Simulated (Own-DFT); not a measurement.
# Misfit strain and the stress it brings: diamond-structure GeSn with randomly placed atoms, 64 atoms (Ge60Sn4)

No measurement is shown. These are fixed-geometry runs of a retired plane-wave code named Own-DFT, which no person has reviewed; spin and spin-orbit coupling are neglected.

Settings: PBE; PseudoDojo norm-conserving scalar-relativistic files; cutoff 49 hartree; 3 x 3 x 3 k mesh centred on Gamma; Fermi-Dirac smearing of 0.1 eV.

Limits: forces on such cells moved up to 12 meV/angstrom on a denser k mesh; stress not checked against mesh or cutoff.

Unstrained cell vectors in Å: (11.420, 0.000, 0.000); (0.000, 11.420, 0.000); (0.000, 0.000, 11.420). The unstrained cell has measured lattice constants (interpolated for alloys), not those of this functional. That, the random moves and any unrelaxed bonds set the pressure at no strain. Each run strains x and y alike by e, as a substrate would, and holds the height along z. All atoms carry random offsets, Gaussian with a width of 0.05 Å per axis. The random placing of the alloy's atoms differs from row to row. Stress is positive in tension.

```
e (%),u (Å),(s_xx + s_yy)/2 (GPa),s_zz (GPa)
-2.75,0.050,-10.31,-8.58
-2.50,0.052,-9.84,-8.09
-2.00,0.047,-8.57,-7.23
-1.25,0.047,?,?
-0.75,0.059,-6.56,-5.93
0.50,0.049,-3.90,-4.18
1.25,0.050,-2.73,-3.24
1.50,0.049,-2.63,-3.46
1.75,0.050,-1.91,-2.89
2.75,0.049,-0.69,-2.23
```

## What the rows give

With e as a fraction, the in-plane stress is -4.9 + 176 e - 728 e² GPa (errors 3 and 237, scatter 0.18), and s_zz is -4.8 + 115 e - 736 e² GPa (slope ± 3, scatter 0.18). At e = 0 the first slope is C11 + C12 and the second 2 C12, both with the ions held to the strained lattice and at the cell's own pressure. The term in e² is negative: the layer stiffens under compression and softens under tension. A free layer would change its height as e changes, and the in-plane slope would drop by 2 C12²/C11 to the biaxial modulus. At fixed height, a misfit of 1 % moves the in-plane stress by about 1.8 GPa and s_zz by 1.2 GPa.

## Check

The question: what are the two stresses at e = -1.25 %?

The fit gives -7.2 and -6.3 GPa. The hidden result is -7.06 and -6.38 GPa.
